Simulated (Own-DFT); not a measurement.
Simulation results for Hf36O71 (tetragonal hafnia with one neutral oxygen vacancy, atoms displaced)

Computed with Own-DFT development build. A calculation, not a measurement: plane-wave PBE and HSE06 DFT by an unreviewed code, no spin, of a simulated cell at Gamma alone, so results move with cell size and shape, stress positive in tension, energies less offsets, not probed for a lower state with spin; hafnium file: forces about 75 meV/angstrom off all-electron values; oxygen file: force components 24 meV/angstrom off all-electron in a glass; k mesh not checked against a denser one; forces and stress are PBE's, HSE06 gives the energy alone, and its difference from PBE has offsets of its own; offsets are fitted by least squares, one for each functional and potential file, so energies compare only between cells with the same atoms and settings and are not formation energies; the far tail of each file's local potential was reset to the Coulomb form; each entry is a single point on an unrelaxed cell, so the pressure reflects the starting lattice, taken from the Materials Project, from which strain is counted, and rises with the displacements; printed positions are rounded, which can move forces by about a meV/angstrom; the program is a retired in-house code; no spin-orbit coupling.

Settings shared by all entries: first functional PBE; second functional HSE06; exact exchange share 0.25; screening 0.11 1/bohr; exchange divergence Gygi-Baldereschi; potential files PseudoDojo norm-conserving, scalar-relativistic, made for PBE, standard set; wave cutoff 48 hartree; occupations fixed; k mesh 1 x 1 x 1 centred on Gamma.

```yaml
- entry: 1
  formula: Hf36O71
  kind: "tetragonal hafnia with one neutral oxygen vacancy, atoms displaced"
  structure:
    cell_angstrom: [[10.78, 0.0, 0.0], [0.0, 10.78, 0.0], [0.0, 0.0, 10.4493]]
    atoms_fractional:
      - [Hf, 0.0037, 0.00339, 0.00015]
      - [Hf, 0.17465, 0.17589, 0.22899]
      - [O, 0.00247, 0.17388, 0.13613]
      - [O, 0.16549, 0.98715, 0.36086]
      - [O, 0.00049, 0.17483, 0.39808]
      - [O, 0.16791, 0.99237, 0.10516]
      - [Hf, 0.01317, 0.00071, 0.49922]
      - [Hf, 0.16395, 0.16502, 0.76255]
      - [O, 0.00587, 0.17229, 0.65341]
      - [O, 0.16916, 0.99908, 0.85094]
      - [O, 0.99906, 0.15702, 0.90221]
      - [O, 0.16741, 0.00057, 0.59772]
      - [Hf, 0.99831, 0.33853, 0.00458]
      - [Hf, 0.16604, 0.5009, 0.25084]
      - [O, 0.99573, 0.49753, 0.14809]
      - [O, 0.16636, 0.33715, 0.34917]
      - [O, 0.99578, 0.50192, 0.39358]
      - [Hf, 0.99643, 0.34004, 0.494]
      - [Hf, 0.16562, 0.50596, 0.75027]
      - [O, 0.9998, 0.49544, 0.64581]
      - [O, 0.17764, 0.3357, 0.8459]
      - [O, 0.99814, 0.49948, 0.89876]
      - [O, 0.15178, 0.33404, 0.6013]
      - [Hf, 0.99545, 0.65619, 0.99753]
      - [Hf, 0.17335, 0.83584, 0.257]
      - [O, 0.00724, 0.83671, 0.14962]
      - [O, 0.15666, 0.66628, 0.34884]
      - [O, 0.99842, 0.84108, 0.39584]
      - [O, 0.16187, 0.66435, 0.10376]
      - [Hf, 0.01139, 0.678, 0.49744]
      - [Hf, 0.17162, 0.84648, 0.74908]
      - [O, 0.99662, 0.83692, 0.64973]
      - [O, 0.17377, 0.66887, 0.84734]
      - [O, 0.99096, 0.82459, 0.90949]
      - [O, 0.16901, 0.66026, 0.59206]
      - [Hf, 0.33162, 0.00179, 0.98849]
      - [Hf, 0.49703, 0.16499, 0.25227]
      - [O, 0.32654, 0.17669, 0.1567]
      - [O, 0.49521, 0.00025, 0.34599]
      - [O, 0.33151, 0.17826, 0.39421]
      - [O, 0.50285, 0.99337, 0.09652]
      - [Hf, 0.33522, 0.99809, 0.50165]
      - [Hf, 0.48926, 0.1484, 0.76178]
      - [O, 0.33605, 0.16225, 0.64766]
      - [O, 0.50466, 0.99328, 0.85116]
      - [O, 0.33083, 0.18128, 0.89464]
      - [O, 0.50259, 0.00514, 0.60589]
      - [Hf, 0.32359, 0.34699, 0.00723]
      - [Hf, 0.49878, 0.50631, 0.2395]
      - [O, 0.33622, 0.49343, 0.15438]
      - [O, 0.50402, 0.33897, 0.34348]
      - [O, 0.33108, 0.48767, 0.39662]
      - [O, 0.50212, 0.33426, 0.09052]
      - [Hf, 0.34102, 0.33693, 0.5045]
      - [Hf, 0.49545, 0.50864, 0.74267]
      - [O, 0.33648, 0.48728, 0.65885]
      - [O, 0.4979, 0.32186, 0.84507]
      - [O, 0.33314, 0.49714, 0.9043]
      - [O, 0.5012, 0.33955, 0.59953]
      - [Hf, 0.32526, 0.66244, 0.99815]
      - [Hf, 0.51353, 0.83668, 0.24103]
      - [O, 0.34098, 0.81845, 0.15589]
      - [O, 0.4931, 0.6584, 0.34481]
      - [O, 0.33296, 0.82906, 0.40229]
      - [O, 0.49032, 0.67645, 0.0935]
      - [Hf, 0.32201, 0.66546, 0.51046]
      - [Hf, 0.4965, 0.83771, 0.77425]
      - [O, 0.33486, 0.82832, 0.66085]
      - [O, 0.50378, 0.65965, 0.85311]
      - [O, 0.33824, 0.82281, 0.90434]
      - [O, 0.49825, 0.67008, 0.59139]
      - [Hf, 0.66265, 0.99172, 0.99405]
      - [Hf, 0.83684, 0.16739, 0.25568]
      - [O, 0.66698, 0.17006, 0.15754]
      - [O, 0.83206, 0.01845, 0.34787]
      - [O, 0.65884, 0.16998, 0.39987]
      - [O, 0.83798, 0.98739, 0.10481]
      - [Hf, 0.65728, 0.99794, 0.50775]
      - [Hf, 0.83832, 0.1756, 0.75145]
      - [O, 0.65999, 0.17666, 0.65481]
      - [O, 0.83956, 0.99131, 0.85534]
      - [O, 0.67633, 0.16247, 0.91058]
      - [O, 0.84325, 0.9932, 0.60012]
      - [Hf, 0.66763, 0.35151, 0.99432]
      - [Hf, 0.82453, 0.50493, 0.24939]
      - [O, 0.66698, 0.49803, 0.14495]
      - [O, 0.82811, 0.33977, 0.34685]
      - [O, 0.66009, 0.50169, 0.39739]
      - [O, 0.81742, 0.32022, 0.09472]
      - [Hf, 0.67125, 0.32029, 0.49999]
      - [Hf, 0.83016, 0.50829, 0.75625]
      - [O, 0.67558, 0.49306, 0.64671]
      - [O, 0.82781, 0.34429, 0.84938]
      - [O, 0.6604, 0.50653, 0.91868]
      - [O, 0.83112, 0.33379, 0.59111]
      - [Hf, 0.66916, 0.67256, 0.99114]
      - [Hf, 0.83064, 0.83715, 0.25161]
      - [O, 0.66492, 0.83801, 0.15078]
      - [O, 0.8333, 0.66698, 0.34879]
      - [O, 0.67062, 0.83756, 0.39863]
      - [O, 0.84257, 0.67339, 0.10071]
      - [Hf, 0.66614, 0.66764, 0.50273]
      - [Hf, 0.81623, 0.8403, 0.74979]
      - [O, 0.66381, 0.8273, 0.64362]
      - [O, 0.82716, 0.66309, 0.8488]
      - [O, 0.66852, 0.83181, 0.91367]
      - [O, 0.8218, 0.68431, 0.59252]
  results:
    "PBE_energy_of_cell_above_offsets [eV]": "-88.690"
    "HSE06_less_PBE_above_offsets [eV]": "0.651"
    "PBE_pressure [GPa]": 3.92
    "PBE_stress_xx [GPa]": -2.9
    "PBE_stress_yy [GPa]": -5.36
    "PBE_stress_zz [GPa]": -3.5
    "PBE_stress_yz [GPa]": -0.47
    "PBE_stress_xz [GPa]": -0.17
    "PBE_stress_xy [GPa]": 0.38
    force_element: [Hf, Hf, O, O, O, O, Hf, Hf, O, O, O, O, Hf, Hf, O, O, O, Hf, Hf, O, O, O, O, Hf, Hf, O, O, O, O, Hf, Hf, O, O, O, O, Hf, Hf, O, O, O, O, Hf, Hf, O, O, O, O, Hf, Hf, O, O, O, O, Hf, Hf, O, O, O, O, Hf, Hf, O, O, O, O, Hf, Hf, O, O, O, O, Hf, Hf, O, O, O, O, Hf, Hf, O, O, O, O, Hf, Hf, O, O, O, O, Hf, Hf, O, O, O, O, Hf, Hf, O, O, O, O, Hf, Hf, O, O, O, O]
    "force_x [eV/angstrom]": [-2.375, -4.814, 0.45, 0.836, 0.064, 2.016, -2.642, -0.012, -0.901, 0.913, 0.382, 1.617, -1.246, -0.621, 0.201, -0.578, 0.445, 0.563, -1.014, -0.784, -1.317, 0.579, 2.76, 1.276, -0.649, -0.225, 0.547, -0.487, 0.672, -3.823, -2.949, 1.954, -0.098, 1.072, -1.677, -0.567, 2.196, 3.851, -0.095, 0.193, -2.137, -0.303, 1.609, -0.952, -0.589, -0.016, -1.279, 1.992, 1.724, -2.214, -0.448, -0.615, -1.337, -0.854, 2.366, -1.894, 0.693, 0.083, 0.106, -0.367, -3.625, -1.46, 0.398, -0.271, 2.349, 5.084, -0.039, 0.399, 0.148, 0.229, -1.043, 3.309, -0.808, -0.936, -0.197, -0.19, -0.572, 2.965, -1.198, 0.995, -0.857, -0.194, -2.264, -1.859, 0.214, -0.051, 0.081, 0.89, 3.595, -1.835, 0.697, -1.237, 0.49, 0.225, 1.237, -0.233, 2.314, 2.058, -0.182, -0.431, -2.264, -0.447, 3.681, -2.167, -0.595, -0.662, 2.975]
    "force_y [eV/angstrom]": [-3.577, 0.171, 0.157, 2.478, -1.202, 1.17, 1.319, 2.988, -0.886, -0.245, 2.877, -0.629, -0.998, -0.356, -1.338, -0.458, 0.915, -0.03, -2.116, 1.703, 0.248, -0.575, 0.26, 2.905, -0.836, -0.088, 0.314, -0.882, -0.807, -1.061, -2.561, -0.755, 0.489, 0.751, 0.061, -0.218, 2.626, -0.392, -0.432, -2.219, 0.573, 1.325, 6.686, -0.658, 0.7, -3.739, -0.91, -1.283, -1.348, -0.098, -0.961, 2.752, 0.064, -0.863, -3.518, 1.397, 1.583, 1.282, 0.186, -0.183, -1.848, 1.411, 2.125, 0.034, -0.98, -0.433, -5.236, 0.649, 2.004, 3.169, -0.957, 5.103, 2.193, -1.456, -3.743, -2.435, 0.699, 0.84, -0.642, -1.229, 1.408, -0.698, 0.594, -5.554, -0.311, 1.034, -0.649, 0.274, 1.185, 3.068, -1.659, 1.421, -0.934, 2.099, -1.122, -2.58, 0.776, -0.718, 0.573, 0.21, -0.191, -1.578, -0.595, 1.701, 1.608, 0.38, -0.767]
    "force_z [eV/angstrom]": [2.192, 4.885, 0.669, -0.241, 0.173, -1.267, -1.107, -2.943, 0.879, 1.136, -1.547, 1.904, 0.998, 0.912, -0.661, -2.011, 0.6, -0.158, -0.814, 1.294, 1.039, -0.737, -0.074, 1.585, -1.975, 1.502, 0.903, 0.734, -1.063, -1.21, -0.277, 0.664, -0.654, -0.887, 2.758, 3.229, -0.047, -3.501, 1.034, 0.946, -0.812, -1.923, -2.638, 0.79, 2.814, 1.4, 0.461, -0.083, 2.303, -1.427, -0.405, 1.064, -0.042, -0.564, -0.242, -0.705, -0.563, -0.642, -0.638, 2.457, 2.202, -0.125, -0.461, 1.813, -0.613, -4.475, -4.466, -0.214, -0.522, -0.688, 1.612, 3.681, -2.136, 0.793, 1.242, 0.473, -1.085, -1.502, -0.442, 0.564, -0.76, -0.854, 0.087, 1.701, 1.422, 0.211, -0.187, 0.406, -0.144, -0.224, -3.274, 1.578, -0.284, -4.008, 1.332, 4.163, -0.243, -1.225, -0.455, -0.021, -0.254, -2.336, -1.379, 2.054, 0.619, -4.079, 1.042]
- entry: 2
  formula: Hf36O71
  kind: "tetragonal hafnia with one neutral oxygen vacancy, atoms displaced"
  structure:
    cell_angstrom: [[10.78, 0.0, 0.0], [0.0, 10.78, 0.0], [0.0, 0.0, 10.4493]]
    atoms_fractional:
      - [Hf, 0.99679, 0.99515, 0.01113]
      - [Hf, 0.15889, 0.17495, 0.2576]
      - [O, 0.00892, 0.16628, 0.14606]
      - [O, 0.17132, 0.00546, 0.35381]
      - [O, 0.99347, 0.15861, 0.41319]
      - [O, 0.16825, 0.01652, 0.0929]
      - [Hf, 0.0009, 0.00504, 0.50809]
      - [Hf, 0.18325, 0.17132, 0.75023]
      - [O, 0.98959, 0.16325, 0.65612]
      - [O, 0.1516, 5.0e-05, 0.85989]
      - [O, 0.00098, 0.16029, 0.8909]
      - [O, 0.1693, 0.99719, 0.60461]
      - [Hf, 0.99668, 0.32108, 0.00081]
      - [Hf, 0.16212, 0.49717, 0.25272]
      - [O, 0.01152, 0.49235, 0.15968]
      - [O, 0.16526, 0.3358, 0.35104]
      - [O, 0.99772, 0.51657, 0.40383]
      - [O, 0.15598, 0.32205, 0.09875]
      - [Hf, 0.99186, 0.33914, 0.49387]
      - [Hf, 0.17156, 0.49383, 0.76455]
      - [O, 0.00484, 0.48877, 0.65691]
      - [O, 0.17527, 0.32735, 0.83563]
      - [O, 0.00024, 0.5098, 0.89567]
      - [O, 0.15936, 0.32874, 0.59618]
      - [Hf, 0.00713, 0.66391, 0.01162]
      - [Hf, 0.17442, 0.84532, 0.23124]
      - [O, 0.99839, 0.82696, 0.15832]
      - [O, 0.16968, 0.66542, 0.34951]
      - [O, 0.01468, 0.83547, 0.40307]
      - [O, 0.15803, 0.6794, 0.0975]
      - [Hf, 0.97696, 0.66971, 0.49397]
      - [Hf, 0.16838, 0.82025, 0.76085]
      - [O, 0.00322, 0.8416, 0.65619]
      - [O, 0.15908, 0.66684, 0.85433]
      - [O, 0.00559, 0.8325, 0.88705]
      - [O, 0.15628, 0.66414, 0.60173]
      - [Hf, 0.33096, 0.99991, 0.00183]
      - [Hf, 0.49724, 0.16043, 0.24873]
      - [O, 0.34316, 0.15637, 0.15685]
      - [O, 0.51002, 0.00335, 0.34772]
      - [O, 0.33392, 0.1603, 0.4101]
      - [O, 0.50434, 0.99403, 0.10649]
      - [Hf, 0.33476, 0.00419, 0.50584]
      - [Hf, 0.49017, 0.17501, 0.75891]
      - [O, 0.31868, 0.17144, 0.65491]
      - [O, 0.48999, 0.00094, 0.8462]
      - [O, 0.33099, 0.17072, 0.90457]
      - [O, 0.49615, 0.00234, 0.60062]
      - [Hf, 0.33717, 0.33429, 0.00434]
      - [Hf, 0.49073, 0.50166, 0.24576]
      - [O, 0.33555, 0.5078, 0.16433]
      - [O, 0.51182, 0.32756, 0.34072]
      - [O, 0.34086, 0.51151, 0.38604]
      - [O, 0.50604, 0.34087, 0.10253]
      - [Hf, 0.33817, 0.34559, 0.49523]
      - [Hf, 0.49588, 0.4981, 0.7601]
      - [O, 0.32369, 0.49447, 0.64267]
      - [O, 0.51013, 0.33863, 0.83336]
      - [O, 0.32937, 0.49592, 0.8964]
      - [Hf, 0.33643, 0.66399, 0.00159]
      - [Hf, 0.50325, 0.83226, 0.25333]
      - [O, 0.32404, 0.8218, 0.15601]
      - [O, 0.50449, 0.66107, 0.35521]
      - [O, 0.3308, 0.82031, 0.403]
      - [O, 0.49538, 0.67262, 0.10755]
      - [Hf, 0.33882, 0.66215, 0.49107]
      - [Hf, 0.48692, 0.8372, 0.754]
      - [O, 0.33551, 0.83583, 0.66257]
      - [O, 0.49568, 0.6596, 0.83743]
      - [O, 0.34593, 0.84246, 0.90409]
      - [O, 0.49749, 0.66301, 0.595]
      - [Hf, 0.66628, 0.00791, 0.98363]
      - [Hf, 0.8329, 0.17166, 0.24231]
      - [O, 0.67598, 0.16518, 0.15254]
      - [O, 0.82945, 0.99176, 0.34676]
      - [O, 0.66434, 0.17786, 0.39757]
      - [O, 0.82028, 0.99573, 0.08985]
      - [Hf, 0.6696, 0.99096, 0.5034]
      - [Hf, 0.84041, 0.16681, 0.75068]
      - [O, 0.67247, 0.16494, 0.65721]
      - [O, 0.82537, 0.00182, 0.84593]
      - [O, 0.65328, 0.1785, 0.91767]
      - [O, 0.83893, 0.97754, 0.59653]
      - [Hf, 0.67009, 0.31958, 0.98484]
      - [Hf, 0.82999, 0.49646, 0.24516]
      - [O, 0.65829, 0.50639, 0.15983]
      - [O, 0.8409, 0.3389, 0.34405]
      - [O, 0.66432, 0.49587, 0.40964]
      - [O, 0.83876, 0.33028, 0.11208]
      - [Hf, 0.66685, 0.34212, 0.50369]
      - [Hf, 0.84924, 0.51233, 0.72876]
      - [O, 0.66694, 0.51405, 0.65966]
      - [O, 0.84317, 0.32107, 0.84466]
      - [O, 0.65812, 0.50313, 0.89151]
      - [O, 0.8291, 0.33288, 0.58986]
      - [Hf, 0.66492, 0.6693, 0.99531]
      - [Hf, 0.82314, 0.84029, 0.2617]
      - [O, 0.68192, 0.82545, 0.16574]
      - [O, 0.8316, 0.67134, 0.34403]
      - [O, 0.67057, 0.83462, 0.39965]
      - [O, 0.84027, 0.67391, 0.10417]
      - [Hf, 0.67853, 0.66587, 0.50369]
      - [Hf, 0.80927, 0.83533, 0.75378]
      - [O, 0.66947, 0.84142, 0.65116]
      - [O, 0.83246, 0.66646, 0.83724]
      - [O, 0.66906, 0.82801, 0.89507]
      - [O, 0.84307, 0.66462, 0.58998]
  results:
    "PBE_stress_zz [GPa]": null
```

Q: Give the missing PBE stress zz for Hf36O71 (tetragonal hafnia with one neutral oxygen vacancy, atoms displaced) (entry 2).
A: -6.59 GPa

Further results for Hf36O71 (tetragonal hafnia with one neutral oxygen vacancy, atoms displaced) (entry 2):

| Quantity | Value |
| --- | --- |
| PBE energy of cell above offsets | -82.541 eV |
| HSE06 less PBE above offsets | 0.789 eV |
| PBE pressure | 7.34 GPa |
| PBE stress xx | -7.75 GPa |
| PBE stress yy | -7.69 GPa |
| PBE stress yz | -1.28 GPa |
| PBE stress xz | -0.75 GPa |
| PBE stress xy | 0.09 GPa |

Force:
```
element  x (eV/Å)  y (eV/Å)  z (eV/Å)
     Hf     0.815    -1.148    -3.261
     Hf     1.668    -2.541     0.393
      O    -2.625    -0.498     0.453
      O     0.195     0.318    -1.574
      O     0.264      3.22    -2.531
      O     0.073    -1.446     1.597
     Hf     1.717    -4.205     1.174
     Hf    -8.155    -3.744     1.463
      O     2.008      0.08    -1.397
      O     2.545    -0.052    -0.613
      O    -0.689     0.774       2.8
      O     0.831     0.929      -0.4
     Hf    -0.623     0.331    -1.725
     Hf     1.198     3.266     2.335
      O     -2.88     0.385     -1.78
      O    -0.036     0.174     0.246
      O     -0.19    -4.002    -0.897
      O     3.611     0.657    -0.587
     Hf     1.255    -0.237     1.177
     Hf    -1.679     2.349    -3.455
      O     1.267    -0.451    -1.795
      O    -0.177     1.479     3.159
      O     0.056    -2.395     1.091
      O     0.699    -0.212    -1.073
     Hf    -3.318       1.6    -2.705
     Hf    -5.601    -0.883     6.347
      O     0.111     2.034    -1.257
      O     0.295    -0.727    -1.952
      O     -1.33     0.344     0.428
      O     4.123    -0.951     0.557
     Hf      11.1     4.498    -3.297
     Hf    -3.627     2.754    -3.223
      O    -0.607    -0.797      0.41
      O     2.148    -1.941     1.409
      O    -0.892    -0.158     3.715
      O     1.151     0.003     0.222
     Hf     0.035     0.982     0.131
     Hf     2.848     0.671     1.656
      O    -2.565     1.163    -1.041
      O    -0.416    -1.627     0.509
      O     0.494     2.657    -0.527
      O     0.048    -0.539    -1.569
     Hf    -2.057     -2.07    -0.494
     Hf      1.05    -2.118    -3.553
      O     7.399     0.193    -2.598
      O      1.22     1.554     0.902
      O     1.061     0.317     0.088
      O     0.888     0.011     0.332
     Hf    -0.811    -0.639      1.28
     Hf     3.621    -0.482     2.568
      O    -3.367    -0.484    -4.478
      O    -2.033     1.433     0.824
      O    -0.105    -3.688     1.428
      O    -1.303     -0.73     -2.36
     Hf    -0.832    -0.386     0.717
     Hf     1.172     2.287    -4.684
      O     1.433    -0.961     0.428
      O    -0.668    -2.333     2.451
      O      0.52    -0.031     1.488
     Hf    -0.845     1.244     0.436
     Hf     0.356    -0.466     0.755
      O     5.151     0.476    -2.849
      O     0.689     1.416    -1.066
      O      1.17     3.455    -0.544
      O     0.459      0.27    -1.806
     Hf    -2.433     0.705     1.754
     Hf     1.196     -0.96    -1.503
      O    -0.752    -0.198    -0.811
      O    -0.781     2.725       2.7
      O    -0.499    -2.619      0.86
      O     1.172     0.591     0.294
     Hf     0.121    -2.297     2.445
     Hf    -0.259    -0.755     2.458
      O    -1.922     0.197    -1.219
      O     -0.08      4.45     1.137
      O     1.337    -1.232     1.087
      O     1.274      0.58     0.267
     Hf     0.116     2.754    -0.189
     Hf     0.182    -1.095    -1.192
      O    -1.646     0.007     0.841
      O    -1.349     0.341     0.911
      O    -1.485    -8.555    -5.527
      O    -2.046     1.046    -0.295
     Hf     1.599     11.46     5.863
     Hf    -0.306      1.86    -0.176
      O     2.004     0.452    -0.775
      O     0.511    -0.761      0.44
      O     1.092     1.744     -0.43
      O    -0.575     0.258    -2.121
     Hf    -1.861    -2.606    -0.287
     Hf    -2.833    -1.204     4.075
      O     0.264    -0.581     -1.27
      O    -1.162     2.756     1.622
      O     0.218    -0.486     2.184
      O     0.823     0.862     0.736
     Hf     1.792    -2.101     1.405
     Hf      4.74    -2.304    -1.004
      O    -5.772    -0.487    -3.049
      O    -0.715     -1.46     1.479
      O    -0.901    -0.949     1.167
      O    -1.183    -1.837    -1.678
     Hf    -4.243    -1.061     -1.14
     Hf     7.162     0.612     0.652
      O    -4.025    -0.901    -1.954
      O    -0.783    -0.078     0.387
      O    -1.167     1.215      1.11
      O    -6.143    -0.472     4.873
```
